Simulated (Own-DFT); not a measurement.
# Computed records: SiC (3C silicon carbide, strained, atoms displaced)

Computed with Own-DFT development build. A calculation, not a measurement: plane-wave PBE density functional theory by an unreviewed code, no spin, of a simulated periodic cell, stress positive in tension, free energy of the whole cell less one offset for each atom, forces on such cells passed a denser k mesh, this cell's mesh not checked; offsets are fitted by least squares, one for each functional and potential file, so energies compare only between cells with the same atoms and settings and are not formation energies; the far tail of each file's local potential was reset to the Coulomb form; each entry is a single point on an unrelaxed cell, so the pressure reflects the starting lattice, mostly measured values (interpolated for alloys), from which strain is counted, and rises with the displacements; printed positions are rounded, which can move forces by about a meV/angstrom; the program, named Own-DFT, is a retired in-house code; no spin-orbit coupling.

Common to all runs: functional PBE; potential files PseudoDojo norm-conserving, scalar-relativistic, standard set; wave cutoff 42 hartree; occupations Fermi-Dirac; smearing width 0.1 eV; hardware one NVIDIA H100; k mesh 4 x 4 x 4 centred on Gamma.

(1) 
```xyz
64
Lattice="8.6851 -0.1726 -0.0886 -0.1726 8.6343 0.0019 -0.0886 0.0019 8.5927" Properties=species:S:1:pos:R:3:force_x:R:1:force_y:R:1:force_z:R:1 formula=SiC free_energy_of_cell_above_offsets=-2.936 pressure=12.51 stress_xx=-11.74 stress_yy=-12.25 stress_zz=-13.53 stress_yz=0.38 stress_xz=-7.18 stress_xy=-10.71 wall_time=347.3
Si     8.5679    -0.1274     8.4926      0.341     -1.629     -1.391
Si     8.5619     1.8610     2.0644      2.394      3.541     -2.169
Si     2.0740     0.0396     2.1453      1.755     -0.909     -1.062
Si     2.1373     2.1909     8.4470     -2.244     -1.191      0.846
C      1.0873     1.0627     0.9308     -0.015      0.898       2.65
C      0.9256     3.1620     3.2636      0.265      0.495     -1.848
C      3.2564     1.0494     3.2263     -2.178      0.686     -1.544
C      3.2038     3.1588     0.9530      0.556      0.683      1.727
Si    -0.1833     8.6039     4.2642     -0.609      1.524       1.03
Si    -0.0677     2.1190     6.4622     -1.826      2.092      0.265
Si     2.1747     0.0309     6.3392     -2.001     -0.211      1.471
Si     2.0578     2.1309     4.2254       0.57      0.061      0.995
C      0.9465     1.1788     5.3677      2.455     -3.113     -1.187
C      0.9073     3.2222     7.5733      0.549      1.491     -1.166
C      3.2091     1.1049     7.4381     -0.261       -1.9      0.642
C      3.1595     3.1252     5.3193     -0.685      1.554      0.947
Si     8.5402     4.1955    -0.0029      1.215     -0.665      -3.34
Si    -0.1365     6.4840     2.1513      0.395     -1.131     -0.168
Si     1.9768     4.1683     2.1103      1.562       0.43      0.159
Si     2.0719     6.4294    -0.0022     -0.888       0.49      0.014
C      0.9614     5.3111     1.0768       0.84      2.145      0.902
C      0.9292     7.5159     3.2669     -1.535      2.263     -2.199
C      3.0813     5.2752     3.1329      0.471      1.934      1.039
C      3.1164     7.5256     1.0725     -1.036      1.276     -1.548
Si    -0.1189     4.3279     4.3043      -0.62     -0.249     -0.587
Si     8.4764     6.3449     6.4375      0.848     -0.551     -1.582
Si     2.0466     4.3715     6.4386     -2.506     -3.211      -1.61
Si     2.0282     6.5749     4.2344     -0.069     -5.189      0.242
C      0.9280     5.3765     5.3403      0.442      1.712      0.699
C      0.9080     7.5712     7.5447      0.129      0.367     -0.638
C      3.0696     5.3380     7.4611      0.214        1.8      1.291
C      3.0093     7.5301     5.3203      2.622      0.521       0.57
Si     4.3202     0.0163     8.5259     -2.939     -3.287     -2.236
Si     4.3323     2.0624     2.0768     -1.217      0.899     -0.184
Si     6.5548    -0.1296     2.0294      0.073     -0.459      0.782
Si     6.4257     2.0991    -0.0176      0.735     -1.293     -1.918
C      5.3594     0.8885     1.0139      3.144      3.564      1.948
C      5.2808     3.2118     3.1400      0.755     -1.188      1.453
C      7.5939     1.0034     3.1864     -2.573      -3.09      0.125
C      7.5539     3.1393     0.9617     -1.779     -2.023      2.771
Si     4.2941    -0.0427     4.1658      0.888      -1.43      1.416
Si     4.2280     2.0914     6.3909      1.723      -0.05     -1.284
Si     6.3111     8.4079     6.2479     -0.976      2.145      2.662
Si     6.3186     2.0205     4.2896      1.987      1.258     -2.383
C      5.3971     0.9018     5.2892     -1.958      0.557      1.068
C      5.2955     3.1571     7.4386     -0.379       0.44      0.137
C      7.4925     0.9012     7.3821     -0.975      0.245      1.162
C      7.5013     3.0488     5.2238     -0.662      0.758      1.812
Si     4.1346     4.3039     8.4587      2.008     -1.656      2.114
Si     4.1706     6.4191     1.9633      1.215     -1.456      3.363
Si     6.4150     4.2056     2.0793      0.327     -0.778      0.438
Si     6.3098     6.4009     8.5178     -1.671     -3.133     -1.028
C      5.3532     5.2476     1.0889     -1.441      1.916     -2.974
C      5.2777     7.5364     3.1505     -0.799     -1.827     -0.397
C      7.4366     5.2965     3.1398      0.973     -0.687      0.399
C      7.4709     7.2714     0.9362      1.301      4.348      2.237
Si     4.1814     4.2979     4.3668     -0.255     -0.882      -3.33
Si     4.1298     6.3815     6.4413      0.673      1.007     -1.532
Si     6.3425     4.1868     6.2820      2.948     -1.357      2.583
Si     6.3262     6.3386     4.1814       0.14      0.942      0.402
C      5.3355     5.2732     5.3730     -2.312      2.473     -1.305
C      5.2131     7.4427     7.4582     -0.271      0.848      0.027
C      7.4187     5.2719     7.4875     -0.869     -0.299     -0.916
C      7.4051     7.4548     5.2766      1.037     -2.519     -0.864
```

Units: free_energy_of_cell_above_offsets in eV; pressure, stress_xx, stress_yy, stress_zz, stress_yz, stress_xz, stress_xy in GPa; wall_time in s; force_x, force_y, force_z in eV/Å.

(2) 
```xyz
64
Lattice="8.5827 0.0132 -0.0515 0.0132 8.7230 -0.0661 -0.0515 -0.0661 8.6904" Properties=species:S:1:pos:R:3:force_x:R:1:force_y:R:1:force_z:R:1 formula=SiC free_energy_of_cell_above_offsets=-4.835 pressure=9.45 stress_xx=-11.74 stress_yy=-7.88 stress_zz=-8.72 stress_yz=-5.92 stress_xz=-2.73 stress_xy=1.25 wall_time=353.1
Si     0.0289     0.0563     0.0490     -0.078     -2.983     -1.885
Si     0.0250     2.1778     2.2293     -1.602     -0.394     -1.792
Si     2.1896     8.6910     2.0811     -0.468     -0.517      0.892
Si     2.1165     2.0714     8.6445     -0.738       1.03      0.247
C      1.0126     0.9873     1.1312      2.659      2.861      0.623
C      0.9585     3.2866     3.2737      2.594     -1.035     -1.055
C      3.2071     1.0800     3.2325     -0.388     -0.308      0.136
C      3.1769     3.3579     1.0912      3.333     -3.815     -2.666
Si     8.5118     0.0763     4.2715      0.668     -2.384      0.644
Si    -0.0344     2.0556     6.4700      0.921      1.217      0.895
Si     2.1844     8.6466     6.3831     -1.974      0.008      0.986
Si     2.0824     2.1179     4.3038      1.009      2.042     -1.092
C      1.0943     1.1128     5.3641     -1.498     -2.605      1.177
C      1.0934     3.1648     7.4475     -0.889     -0.087      2.339
C      3.1810     1.0132     7.5513      0.152      0.508     -0.189
C      3.1861     3.2083     5.2649      0.518      0.554      2.274
Si     8.5135     4.2503     8.5297      0.618      0.294      0.834
Si     0.0293     6.5537     2.0693     -0.623     -0.983      0.659
Si     2.1834     4.2871     2.0645     -4.277      3.081      3.115
Si     2.2882     6.5684     0.0310     -3.651     -2.366     -3.098
C      1.0838     5.4277     1.0270      0.319     -0.022     -0.426
C      1.0540     7.5881     3.2376      0.112      1.239     -0.922
C      3.1061     5.4201     3.2306      2.054     -0.032     -1.575
C      3.2650     7.6086     0.9659      0.874      2.091      2.445
Si     8.5509     4.3580     4.2479     -0.478      1.077      1.554
Si    -0.0266     6.5271     6.5016      0.446     -1.696     -0.813
Si     2.0741     4.3735     6.4783      2.496     -1.494     -0.478
Si     2.1150     6.5063     4.2810      -0.95     -0.381      0.865
C      1.0781     5.3976     5.3982     -1.351       1.19     -0.633
C      1.1232     7.5167     7.4972     -0.406      2.073      1.589
C      3.2150     5.4118     7.5937      0.614     -0.334     -0.565
C      3.1948     7.5275     5.3771      0.762      0.513     -0.396
Si     4.1815    -0.0335     8.6311      1.755     -0.235      1.489
Si     4.2811     2.2332     2.2006      0.023     -1.149     -0.856
Si     6.4537     8.6514     2.0830     -1.352      1.438     -0.346
Si     6.3640     2.0575     8.5870     -0.009       1.78      1.685
C      5.3601     1.1378     1.0849     -0.732      -1.12     -0.702
C      5.3681     3.2554     3.2693      0.691      0.669     -0.991
C      7.4461     1.1204     3.1984      0.433       -0.4      0.542
C      7.5095     3.2011     1.0111     -0.249      1.104     -0.126
Si     4.1897    -0.0084     4.4629      0.309     -0.765     -3.311
Si     4.3434     2.0504     6.4598      -3.62      3.602      0.876
Si     6.4559     8.6397     6.4687     -0.629      0.105     -0.789
Si     6.4925     2.2188     4.3575     -1.919      -0.95     -0.664
C      5.2542     1.0858     5.3703       4.42     -1.297      0.383
C      5.2615     3.2726     7.5434      1.588     -2.508     -0.245
C      7.5435     1.0544     7.6227     -1.128     -0.604     -2.271
C      7.4877     3.2701     5.4939      1.323     -1.851     -3.026
Si     4.3983     4.3933    -0.0232     -3.017      -0.09     -0.699
Si     4.2374     6.5241     2.1362      0.307     -0.188     -0.415
Si     6.3807     4.3840     2.1374       1.65     -1.253     -0.913
Si     6.3690     6.4708     8.5727      1.094      0.128     -0.164
C      5.3938     5.4699     0.9983     -0.171      0.499      1.567
C      5.2629     7.6474     3.1810      0.927     -0.185      0.632
C      7.4726     5.4470     3.1767      0.176      0.586      -0.35
C      7.5262     7.6670     0.9225     -0.265     -0.775      0.781
Si     4.2620     4.3333     4.2120      -0.51      0.449      2.755
Si     4.3315     6.4969     6.4550     -1.754      -1.06      0.427
Si     6.3771     4.2234     6.4142     -0.509      2.916      2.168
Si     6.3532     6.5213     4.2290      0.397     -0.561      0.716
C      5.3931     5.4176     5.4563     -1.148     -0.417     -2.967
C      5.2822     7.5886     7.5326      1.258      0.809      0.223
C      7.4728     5.3863     7.4456      -0.56      -0.08      1.223
C      7.4575     7.4967     5.3371      0.438      3.062      -0.32
```

Units: free_energy_of_cell_above_offsets in eV; pressure, stress_xx, stress_yy, stress_zz, stress_yz, stress_xz, stress_xy in GPa; wall_time in s; force_x, force_y, force_z in eV/Å.
